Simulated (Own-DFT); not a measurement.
Simulation results for HfO$_{2}$ (monoclinic hafnia, atoms displaced)

All values are calculated (Own-DFT development build). A calculation, not a measurement: plane-wave density functional theory by an unreviewed code, no spin, of a simulated periodic cell, stress positive in tension, run twice, with PBE and with PBEsol, both on files made for PBE, so the change isn't that of files made for PBEsol, hafnium file: forces about 75 meV/angstrom off all-electron values; oxygen file: force components 24 meV/angstrom off all-electron in one glass; forces on such cells passed a denser k mesh, this cell's mesh not checked; the far tail of each file's local potential was reset to the Coulomb form; each entry is a single point on an unrelaxed cell, so the pressure reflects the starting lattice, mostly measured values (interpolated for alloys), from which strain is counted, and rises with the displacements; printed positions are rounded, which can move forces by about a meV/angstrom; the program, named Own-DFT, is a retired in-house code; no spin-orbit coupling; stress was not checked against mesh or cutoff.

Settings shared by all entries: functional PBE, then PBEsol; potential files PseudoDojo norm-conserving, scalar-relativistic, standard set; wave cutoff 72 hartree; occupations Fermi-Dirac; smearing width 0.1 eV; k mesh 2 x 2 x 2 centred on Gamma.

(1) 
```cif
# cell vector a (Å): 10.2340 0.0000 0.0000
# cell vector b (Å): 0.0000 10.3500 0.0000
# cell vector c (Å): -1.6955 0.0000 10.4453
data_HfO2
_symmetry_space_group_name_H-M 'P 1'
_symmetry_Int_Tables_number 1
_cell_length_a 10.2340
_cell_length_b 10.3500
_cell_length_c 10.5820
_cell_angle_alpha 90.000
_cell_angle_beta 99.220
_cell_angle_gamma 90.000
_cell_volume 1106.39
loop_
_atom_site_label
_atom_site_type_symbol
_atom_site_fract_x
_atom_site_fract_y
_atom_site_fract_z
_atom_site_occupancy
Hf1 Hf 0.13691 0.01997 0.10606 1
Hf2 Hf 0.36054 0.26719 0.14652 1
Hf3 Hf 0.36115 0.48451 0.39234 1
Hf4 Hf 0.13612 0.23001 0.35367 1
O1 O 0.03802 0.16829 0.17345 1
O2 O 0.46634 0.41578 0.07861 1
O3 O 0.46840 0.33242 0.32862 1
O4 O 0.03571 0.08514 0.41952 1
O5 O 0.22451 0.37775 0.24269 1
O6 O 0.27494 0.12916 0.00913 1
O7 O 0.27343 0.12270 0.25735 1
O8 O 0.22247 0.37336 0.49273 1
Hf5 Hf 0.13739 0.01787 0.60454 1
Hf6 Hf 0.36040 0.26725 0.64747 1
Hf7 Hf 0.36354 0.47729 0.89477 1
Hf8 Hf 0.13882 0.23176 0.85498 1
O9 O 0.03980 0.16619 0.67597 1
O10 O 0.46509 0.41313 0.57672 1
O11 O 0.46531 0.33386 0.82825 1
O12 O 0.03727 0.08368 0.92238 1
O13 O 0.22269 0.37808 0.73949 1
O14 O 0.27603 0.12873 0.50813 1
O15 O 0.27811 0.11876 0.75782 1
O16 O 0.22425 0.37388 0.99068 1
Hf9 Hf 0.13572 0.51838 0.10446 1
Hf10 Hf 0.36082 0.77090 0.14383 1
Hf11 Hf 0.36207 0.97920 0.39625 1
Hf12 Hf 0.13764 0.73194 0.35557 1
O17 O 0.03495 0.66604 0.17480 1
O18 O 0.46483 0.91679 0.07592 1
O19 O 0.46117 0.83372 0.32383 1
O20 O 0.03334 0.58408 0.42380 1
O21 O 0.22156 0.87644 0.23994 1
O22 O 0.27470 0.62526 0.01133 1
O23 O 0.27361 0.62067 0.25745 1
O24 O 0.22394 0.87374 0.48939 1
Hf13 Hf 0.13730 0.51997 0.60610 1
Hf14 Hf 0.36536 0.77068 0.64907 1
Hf15 Hf 0.36213 0.97856 0.89465 1
Hf16 Hf 0.13845 0.72904 0.85346 1
O25 O 0.03478 0.66372 0.67511 1
O26 O 0.46142 0.91794 0.57604 1
O27 O 0.46382 0.83427 0.83094 1
O28 O 0.03891 0.58266 0.92353 1
O29 O 0.22255 0.87562 0.74077 1
O30 O 0.27392 0.62852 0.51161 1
O31 O 0.27215 0.61927 0.75864 1
O32 O 0.22138 0.86885 0.99233 1
Hf17 Hf 0.64113 0.01998 0.10418 1
Hf18 Hf 0.86096 0.26903 0.14422 1
Hf19 Hf 0.86295 0.48139 0.39849 1
Hf20 Hf 0.63610 0.23076 0.35303 1
O33 O 0.53594 0.16599 0.17389 1
O34 O 0.96306 0.41592 0.07356 1
O35 O 0.96431 0.33344 0.32603 1
O36 O 0.53843 0.08156 0.42509 1
O37 O 0.72644 0.38208 0.24068 1
O38 O 0.77509 0.13068 0.00748 1
O39 O 0.77417 0.12079 0.26520 1
O40 O 0.72264 0.37489 0.48832 1
Hf21 Hf 0.63834 0.01929 0.60238 1
Hf22 Hf 0.86147 0.27002 0.64743 1
Hf23 Hf 0.86235 0.47890 0.89731 1
Hf24 Hf 0.63661 0.23313 0.85425 1
O41 O 0.53936 0.16475 0.67490 1
O42 O 0.96418 0.41705 0.57362 1
O43 O 0.96589 0.33268 0.82499 1
O44 O 0.53886 0.08287 0.92451 1
O45 O 0.72832 0.37884 0.74321 1
O46 O 0.77677 0.12882 0.51085 1
O47 O 0.77673 0.12132 0.75834 1
O48 O 0.72772 0.36974 0.99210 1
Hf25 Hf 0.64020 0.52100 0.10486 1
Hf26 Hf 0.86168 0.77110 0.14787 1
Hf27 Hf 0.86087 0.98046 0.39782 1
Hf28 Hf 0.64123 0.72582 0.35228 1
O49 O 0.54018 0.66933 0.17431 1
O50 O 0.96437 0.91435 0.07741 1
O51 O 0.96284 0.83584 0.32806 1
O52 O 0.53534 0.58471 0.42365 1
O53 O 0.72382 0.88148 0.24195 1
O54 O 0.77518 0.62709 0.01083 1
O55 O 0.77696 0.62308 0.26173 1
O56 O 0.72347 0.87418 0.49015 1
Hf29 Hf 0.63765 0.52017 0.60392 1
Hf30 Hf 0.85918 0.76986 0.64302 1
Hf31 Hf 0.86210 0.98336 0.89280 1
Hf32 Hf 0.63625 0.73226 0.85090 1
O57 O 0.54130 0.66637 0.67262 1
O58 O 0.96000 0.91757 0.57774 1
O59 O 0.95953 0.83292 0.82586 1
O60 O 0.53503 0.58189 0.92259 1
O61 O 0.72433 0.87814 0.73818 1
O62 O 0.77443 0.63155 0.51005 1
O63 O 0.77647 0.61948 0.76205 1
O64 O 0.72025 0.87105 0.99382 1
_calc_PBE_pressure 3.73  # GPa
_calc_PBE_stress_xx -3.65  # GPa
_calc_PBE_stress_yy -3.59  # GPa
_calc_PBE_stress_zz -3.95  # GPa
_calc_PBE_stress_yz -0.14  # GPa
_calc_PBE_stress_xz -0.03  # GPa
_calc_PBE_stress_xy 0.3  # GPa
_calc_PBEsol_pressure -2.72  # GPa
_calc_PBEsol_stress_xx 2.82  # GPa
_calc_PBEsol_stress_yy 2.82  # GPa
_calc_PBEsol_stress_zz 2.53  # GPa
_calc_PBEsol_stress_yz -0.13  # GPa
_calc_PBEsol_stress_xz 0.32  # GPa
_calc_PBEsol_stress_xy 0.29  # GPa
_calc_rms_change_of_force_components_from_PBE_to_PBEsol 0.036  # eV/angstrom
```

Force:
```csv
force element,PBE force x (eV/Å),PBE force y (eV/Å),PBE force z (eV/Å),PBEsol force x (eV/Å),PBEsol force y (eV/Å),PBEsol force z (eV/Å)
Hf,0.007,-0.135,-0.348,0.013,-0.087,-0.366
Hf,0.443,0.599,0.026,0.427,0.621,0.053
Hf,-0.131,-1.198,0.763,-0.137,-1.212,0.773
Hf,0.295,0.481,0.456,0.285,0.422,0.41
O,-0.611,-0.008,-0.532,-0.586,0.005,-0.463
O,-0.06,-0.093,-0.056,-0.065,-0.075,-0.11
O,-0.917,0.627,-0.128,-0.891,0.592,-0.176
O,-0.378,-0.624,0.607,-0.36,-0.62,0.639
O,0.164,0.202,-0.341,0.222,0.191,-0.335
O,0.171,-0.077,0.007,0.103,-0.075,0.014
O,0.408,-0.514,0.406,0.334,-0.489,0.386
O,0.254,-0.233,-0.389,0.302,-0.22,-0.376
Hf,-0.107,0.497,-0.345,-0.093,0.532,-0.361
Hf,0.354,0.394,-0.877,0.335,0.427,-0.834
Hf,-0.441,0.61,0.736,-0.433,0.552,0.752
Hf,0.024,-0.303,-0.032,0.019,-0.339,-0.064
O,-0.467,0.001,-0.523,-0.446,0.016,-0.456
O,0.182,0.326,0.167,0.176,0.339,0.121
O,0,-0.273,-0.157,-0.004,-0.281,-0.198
O,-0.401,-0.179,0.015,-0.39,-0.189,0.061
O,0.247,-0.249,0.279,0.302,-0.251,0.272
O,-0.017,0.058,0.336,-0.078,0.048,0.335
O,0.022,-0.038,0.315,-0.036,-0.028,0.304
O,0.016,-0.513,-0.077,0.074,-0.494,-0.08
Hf,0.35,0.449,0.032,0.354,0.488,-0.006
Hf,0.184,-0.088,0.186,0.17,-0.032,0.212
Hf,0.167,0.171,-0.48,0.159,0.115,-0.432
Hf,-0.28,-0.436,-0.247,-0.27,-0.464,-0.275
O,-0.255,0.023,-0.069,-0.24,0.043,-0.017
O,-0.106,0,0.042,-0.111,0.01,-0.013
O,0.453,-0.175,0.393,0.422,-0.18,0.329
O,0.341,0.472,-0.084,0.334,0.44,-0.032
O,0.008,0.334,-0.031,0.065,0.317,-0.033
O,0.426,0.431,-0.087,0.347,0.418,-0.082
O,0.177,0.111,0.454,0.112,0.108,0.449
O,-0.151,-0.323,0.22,-0.087,-0.304,0.21
Hf,0.146,-0.105,-0.491,0.152,-0.06,-0.505
Hf,-0.508,-0.283,-0.757,-0.504,-0.225,-0.716
Hf,-0.166,0.659,0.902,-0.158,0.597,0.909
Hf,-0.676,-0.223,0.368,-0.652,-0.272,0.331
O,-0.569,0.465,-0.275,-0.539,0.469,-0.219
O,0.206,-0.341,0.522,0.191,-0.321,0.456
O,0.268,-0.527,-0.664,0.257,-0.525,-0.702
O,-0.657,-0.183,-0.159,-0.631,-0.196,-0.103
O,0.227,0.272,-0.228,0.287,0.26,-0.222
O,0.45,0.413,-0.074,0.376,0.394,-0.075
O,0.693,0.143,0.358,0.604,0.144,0.349
O,0.359,0.255,-0.385,0.417,0.25,-0.373
Hf,-0.569,0.009,0.17,-0.551,0.042,0.135
Hf,0.152,0.359,0.702,0.144,0.408,0.705
Hf,0.167,-0.667,-0.606,0.165,-0.698,-0.562
Hf,0.383,-0.139,0.411,0.369,-0.182,0.372
O,-0.193,-0.022,-0.256,-0.182,0,-0.195
O,0.206,-0.311,0.56,0.19,-0.284,0.493
O,-0.095,0.199,-0.003,-0.096,0.173,-0.05
O,-0.471,0.069,-0.426,-0.45,0.049,-0.359
O,-0.078,-0.259,-0.219,-0.015,-0.254,-0.22
O,0.297,-0.206,0.414,0.225,-0.204,0.406
O,0.44,0.286,-0.888,0.366,0.278,-0.864
O,0.005,-0.289,0.368,0.064,-0.269,0.357
Hf,0.13,0.401,0.189,0.138,0.441,0.152
Hf,0.429,0.018,-0.477,0.412,0.058,-0.428
Hf,0.238,0.39,-0.339,0.222,0.332,-0.303
Hf,0.331,-0.823,0.01,0.328,-0.854,-0.015
O,-0.727,0.406,-0.127,-0.7,0.412,-0.074
O,-0.208,-0.47,0.692,-0.21,-0.433,0.625
O,0.03,0.201,0.35,0.024,0.173,0.293
O,-0.567,0.022,-0.456,-0.543,0.006,-0.395
O,-0.407,0.018,-0.392,-0.33,0.007,-0.376
O,0.054,0.331,0.27,-0.009,0.307,0.265
O,0.125,0.012,0.233,0.069,0.015,0.229
O,-0.459,0.132,-0.236,-0.378,0.133,-0.231
Hf,-0.419,-0.089,-0.103,-0.402,-0.042,-0.124
Hf,0.087,-0.01,-0.371,0.083,0.036,-0.33
Hf,-0.059,0.276,-0.363,-0.072,0.226,-0.334
Hf,-0.776,1.196,0.193,-0.744,1.117,0.156
O,-0.442,-0.233,-0.432,-0.414,-0.216,-0.361
O,0.041,0.447,-0.12,0.036,0.451,-0.155
O,0.435,-0.343,0.135,0.416,-0.352,0.082
O,-0.177,-0.002,-0.145,-0.161,-0.023,-0.096
O,0.042,-0.317,-0.022,0.106,-0.316,-0.025
O,0.159,0.3,0.003,0.09,0.278,0.009
O,0.174,-0.1,0.02,0.098,-0.085,0.024
O,-0.226,-0.63,-0.229,-0.15,-0.603,-0.215
Hf,0.118,-0.821,-0.038,0.119,-0.756,-0.07
Hf,0.382,0.005,0.805,0.361,0.059,0.814
Hf,0.129,-0.723,0.492,0.129,-0.744,0.498
Hf,0.854,-0.712,1.273,0.838,-0.744,1.213
O,-1.225,0.77,-0.079,-1.186,0.769,-0.021
O,0.807,0.168,0.236,0.778,0.176,0.177
O,0.577,-0.058,0.197,0.552,-0.062,0.139
O,0.131,0.393,-0.336,0.132,0.365,-0.278
O,-0.461,0.028,0.152,-0.386,0.016,0.142
O,0.053,-0.27,-0.051,-0.009,-0.266,-0.054
O,0.005,0.209,-0.238,-0.06,0.209,-0.236
O,0.431,-0.024,-0.677,0.47,-0.011,-0.653
```

(2) 
```cif
# cell vector a (Å): 10.2340 0.0000 0.0000
# cell vector b (Å): 0.0000 10.3500 0.0000
# cell vector c (Å): -1.6955 0.0000 10.4453
data_HfO2
_symmetry_space_group_name_H-M 'P 1'
_symmetry_Int_Tables_number 1
_cell_length_a 10.2340
_cell_length_b 10.3500
_cell_length_c 10.5820
_cell_angle_alpha 90.000
_cell_angle_beta 99.220
_cell_angle_gamma 90.000
_cell_volume 1106.39
loop_
_atom_site_label
_atom_site_type_symbol
_atom_site_fract_x
_atom_site_fract_y
_atom_site_fract_z
_atom_site_occupancy
Hf1 Hf 0.13442 0.02123 0.10111 1
Hf2 Hf 0.36201 0.26800 0.14509 1
Hf3 Hf 0.36239 0.47945 0.39519 1
Hf4 Hf 0.13691 0.23071 0.35271 1
O1 O 0.03645 0.16445 0.17415 1
O2 O 0.46275 0.41690 0.07557 1
O3 O 0.46180 0.33355 0.32675 1
O4 O 0.03497 0.08337 0.42055 1
O5 O 0.22522 0.37638 0.24168 1
O6 O 0.27992 0.13011 0.01146 1
O7 O 0.27716 0.11747 0.26085 1
O8 O 0.22568 0.37087 0.49154 1
Hf5 Hf 0.13659 0.02324 0.60585 1
Hf6 Hf 0.36403 0.26871 0.64734 1
Hf7 Hf 0.36052 0.48119 0.89690 1
Hf8 Hf 0.13677 0.23174 0.85369 1
O9 O 0.03530 0.16704 0.67579 1
O10 O 0.46419 0.41843 0.57413 1
O11 O 0.46260 0.33412 0.82774 1
O12 O 0.03535 0.08001 0.92390 1
O13 O 0.22612 0.37818 0.74181 1
O14 O 0.27402 0.12526 0.51115 1
O15 O 0.27213 0.12026 0.75702 1
O16 O 0.22354 0.36950 0.99284 1
Hf9 Hf 0.13794 0.52017 0.10349 1
Hf10 Hf 0.36115 0.77053 0.14601 1
Hf11 Hf 0.36003 0.97896 0.39334 1
Hf12 Hf 0.13650 0.73010 0.35028 1
O17 O 0.03434 0.66638 0.17408 1
O18 O 0.46462 0.91519 0.07969 1
O19 O 0.46284 0.83405 0.32803 1
O20 O 0.03720 0.58500 0.42234 1
O21 O 0.22281 0.87694 0.23912 1
O22 O 0.27397 0.63117 0.01032 1
O23 O 0.27828 0.61890 0.25924 1
O24 O 0.22010 0.87045 0.49219 1
Hf13 Hf 0.13743 0.51839 0.60577 1
Hf14 Hf 0.36300 0.77014 0.64601 1
Hf15 Hf 0.36429 0.98190 0.89719 1
Hf16 Hf 0.13559 0.72868 0.85080 1
O25 O 0.03872 0.66710 0.67492 1
O26 O 0.46457 0.91739 0.57665 1
O27 O 0.46516 0.83844 0.82563 1
O28 O 0.03699 0.58309 0.92345 1
O29 O 0.22482 0.87911 0.73804 1
O30 O 0.27346 0.63029 0.51091 1
O31 O 0.27675 0.62190 0.75914 1
O32 O 0.22644 0.87040 0.98823 1
Hf17 Hf 0.63651 0.02153 0.10351 1
Hf18 Hf 0.85976 0.27044 0.14703 1
Hf19 Hf 0.86097 0.47871 0.39592 1
Hf20 Hf 0.63956 0.22829 0.35419 1
O33 O 0.53586 0.16746 0.17215 1
O34 O 0.96520 0.41188 0.07332 1
O35 O 0.96270 0.33779 0.32448 1
O36 O 0.53590 0.08317 0.42484 1
O37 O 0.72462 0.37905 0.23852 1
O38 O 0.77460 0.12889 0.00684 1
O39 O 0.77330 0.11840 0.25662 1
O40 O 0.72326 0.37322 0.48824 1
Hf21 Hf 0.63780 0.02025 0.60138 1
Hf22 Hf 0.86254 0.27346 0.64616 1
Hf23 Hf 0.86246 0.48040 0.89860 1
Hf24 Hf 0.63617 0.23033 0.85692 1
O41 O 0.53716 0.16614 0.67400 1
O42 O 0.96478 0.41753 0.57748 1
O43 O 0.96607 0.33417 0.82811 1
O44 O 0.53539 0.08451 0.92098 1
O45 O 0.72541 0.37986 0.73925 1
O46 O 0.77478 0.13039 0.50621 1
O47 O 0.77400 0.12211 0.75982 1
O48 O 0.72470 0.37236 0.99246 1
Hf25 Hf 0.63770 0.51729 0.10300 1
Hf26 Hf 0.86313 0.76819 0.14553 1
Hf27 Hf 0.86321 0.97844 0.39618 1
Hf28 Hf 0.63900 0.72949 0.35512 1
O49 O 0.53762 0.66629 0.17397 1
O50 O 0.96357 0.91658 0.07674 1
O51 O 0.96218 0.83241 0.32655 1
O52 O 0.53507 0.58347 0.42252 1
O53 O 0.72564 0.87841 0.23912 1
O54 O 0.77632 0.62825 0.00888 1
O55 O 0.77698 0.62231 0.26593 1
O56 O 0.72390 0.86843 0.48975 1
Hf29 Hf 0.64198 0.52038 0.60470 1
Hf30 Hf 0.85986 0.76931 0.64864 1
Hf31 Hf 0.85913 0.98142 0.89721 1
Hf32 Hf 0.63514 0.72860 0.85340 1
O57 O 0.53682 0.66557 0.67560 1
O58 O 0.96370 0.91294 0.57840 1
O59 O 0.96305 0.83563 0.82902 1
O60 O 0.53330 0.58332 0.92492 1
O61 O 0.72088 0.88218 0.74147 1
O62 O 0.77297 0.62930 0.51012 1
O63 O 0.77602 0.62025 0.76105 1
O64 O 0.72341 0.87280 0.98947 1
_calc_PBE_pressure 3.85  # GPa
_calc_PBE_stress_xx -3.79  # GPa
_calc_PBE_stress_yy -3.67  # GPa
_calc_PBE_stress_zz -4.1  # GPa
_calc_PBE_stress_yz -0.11  # GPa
_calc_PBE_stress_xz -0.01  # GPa
_calc_PBE_stress_xy 0.13  # GPa
_calc_PBEsol_pressure -2.6  # GPa
_calc_PBEsol_stress_xx 2.7  # GPa
_calc_PBEsol_stress_yy 2.74  # GPa
_calc_PBEsol_stress_zz 2.38  # GPa
_calc_PBEsol_stress_yz -0.11  # GPa
_calc_PBEsol_stress_xz 0.34  # GPa
_calc_PBEsol_stress_xy 0.12  # GPa
_calc_rms_change_of_force_components_from_PBE_to_PBEsol 0.036  # eV/angstrom
```

Force:
```csv
force element,PBE force x (eV/Å),PBE force y (eV/Å),PBE force z (eV/Å),PBEsol force x (eV/Å),PBEsol force y (eV/Å),PBEsol force z (eV/Å)
Hf,0.617,-0.57,0.352,0.59,-0.513,0.315
Hf,-0.167,0.539,0.455,-0.171,0.572,0.465
Hf,-0.061,0.106,0.371,-0.057,0.051,0.389
Hf,0.471,-0.222,0.37,0.467,-0.264,0.329
O,-0.603,0.495,-0.109,-0.575,0.497,-0.056
O,0.243,-0.148,0.298,0.234,-0.128,0.237
O,0.863,-0.512,0.024,0.829,-0.51,-0.025
O,-0.321,0.094,0.15,-0.308,0.076,0.194
O,-0.418,0.16,-0.414,-0.346,0.146,-0.402
O,-0.373,-0.261,-0.364,-0.419,-0.256,-0.348
O,-0.184,0.514,-0.238,-0.239,0.505,-0.227
O,-0.362,-0.247,-0.098,-0.291,-0.233,-0.096
Hf,0.353,-1.047,-0.332,0.369,-0.981,-0.345
Hf,0.078,0.308,-0.617,0.071,0.346,-0.571
Hf,-0.122,-0.084,-0.082,-0.117,-0.129,-0.052
Hf,0.255,-0.533,0.326,0.252,-0.556,0.281
O,-0.599,0.292,-0.369,-0.57,0.306,-0.306
O,0.219,-0.381,0.719,0.205,-0.355,0.647
O,0.373,-0.112,0.137,0.355,-0.129,0.084
O,0.326,0.744,-0.351,0.323,0.707,-0.28
O,-0.374,0.056,-0.037,-0.307,0.048,-0.034
O,0.179,0.587,-0.043,0.108,0.564,-0.036
O,0.348,0.215,0.638,0.276,0.216,0.615
O,-0.071,0.294,-0.301,-0.009,0.295,-0.295
Hf,0.279,-0.15,0.322,0.283,-0.104,0.278
Hf,0.211,-0.125,0.06,0.197,-0.074,0.082
Hf,-0.225,-0.339,0.808,-0.224,-0.375,0.81
Hf,0.375,0.047,1.282,0.363,0.002,1.229
O,0.154,-0.469,-0.541,0.154,-0.433,-0.475
O,0.415,0.501,-0.24,0.399,0.507,-0.284
O,0.331,-0.204,-0.057,0.309,-0.208,-0.107
O,-0.675,-0.568,0.125,-0.65,-0.569,0.166
O,-0.13,0.119,-0.257,-0.06,0.104,-0.247
O,0.07,-0.471,-0.084,0.005,-0.469,-0.078
O,-0.357,0.174,-0.176,-0.41,0.176,-0.174
O,0.358,0.111,-0.585,0.415,0.115,-0.572
Hf,0.815,0.709,-0.596,0.807,0.744,-0.61
Hf,-0.501,0.437,-0.506,-0.504,0.475,-0.467
Hf,-0.825,-0.626,-0.422,-0.808,-0.66,-0.387
Hf,0.506,0.819,0.529,0.495,0.751,0.488
O,-0.849,-0.076,-0.41,-0.815,-0.059,-0.339
O,0.028,-0.151,0.041,0.025,-0.132,-0.006
O,0.347,-0.44,0.246,0.332,-0.448,0.194
O,-0.433,-0.199,-0.04,-0.415,-0.212,0.014
O,-0.123,0.061,0.245,-0.058,0.055,0.231
O,0.261,-0.219,-0.06,0.191,-0.218,-0.052
O,0.051,-0.255,0.36,-0.017,-0.244,0.352
O,-0.191,0.219,0.036,-0.121,0.218,0.038
Hf,0.29,-0.792,0.207,0.292,-0.731,0.18
Hf,0.46,-0.24,-0.333,0.439,-0.178,-0.302
Hf,0.307,0.876,-0.056,0.293,0.813,-0.039
Hf,-0.779,0.098,-0.016,-0.753,0.044,-0.038
O,-0.009,0.037,-0.028,-0.002,0.047,0.021
O,0.197,0.179,0.465,0.177,0.198,0.404
O,0.508,-0.572,0.1,0.479,-0.574,0.05
O,-0.115,0.283,-0.638,-0.097,0.26,-0.572
O,-0.207,-0.183,0.159,-0.134,-0.187,0.149
O,0.02,0.4,0.58,-0.046,0.381,0.561
O,0.265,0.368,0.273,0.19,0.368,0.264
O,0.091,-0.28,0.063,0.155,-0.263,0.062
Hf,-0.167,-0.044,0.493,-0.169,-0.001,0.457
Hf,-0.326,-0.711,0.156,-0.32,-0.644,0.184
Hf,0.099,-0.119,-0.431,0.095,-0.159,-0.391
Hf,0.439,-0.051,-0.828,0.431,-0.11,-0.837
O,-0.355,0.267,-0.022,-0.345,0.277,0.031
O,-0.142,-0.134,0.061,-0.148,-0.118,0.014
O,-0.179,0.14,-0.133,-0.176,0.119,-0.179
O,-0.148,-0.033,0.316,-0.136,-0.044,0.359
O,-0.02,-0.094,0.252,0.05,-0.091,0.237
O,0.323,0.151,0.377,0.243,0.143,0.359
O,0.295,0.243,-0.024,0.222,0.239,-0.015
O,-0.156,-0.234,-0.331,-0.092,-0.22,-0.314
Hf,-0.523,0.899,0.463,-0.514,0.914,0.42
Hf,-0.661,0.685,0.038,-0.645,0.72,0.073
Hf,-0.098,-0.314,-0.042,-0.097,-0.356,-0.019
Hf,-0.481,-0.07,-0.255,-0.458,-0.121,-0.268
O,-0.16,-0.081,-0.304,-0.149,-0.065,-0.245
O,0.004,-0.179,0.298,-0.001,-0.157,0.24
O,0.346,-0.016,0.058,0.33,-0.032,0.004
O,0.096,0.14,0.015,0.105,0.122,0.061
O,-0.236,0.123,-0.064,-0.166,0.116,-0.06
O,-0.079,-0.089,0.284,-0.134,-0.099,0.274
O,0.229,-0.302,-0.639,0.164,-0.289,-0.609
O,0.036,0.414,0.177,0.096,0.404,0.17
Hf,-1.083,0.072,-0.338,-1.047,0.115,-0.357
Hf,0.276,0.484,-0.15,0.266,0.523,-0.125
Hf,-0.074,-0.341,-0.531,-0.082,-0.38,-0.492
Hf,0.092,0.467,0.242,0.091,0.414,0.2
O,-0.047,-0.067,-0.218,-0.033,-0.043,-0.155
O,0.062,0.418,-0.112,0.048,0.42,-0.158
O,0.157,-0.429,-0.177,0.146,-0.436,-0.226
O,0.154,0.167,-0.258,0.157,0.141,-0.204
O,0.284,-0.521,-0.226,0.34,-0.514,-0.221
O,0.454,-0.076,0.429,0.37,-0.081,0.419
O,0.151,0.171,0.065,0.084,0.173,0.058
O,-0.152,-0.303,0.013,-0.084,-0.282,0.009
```
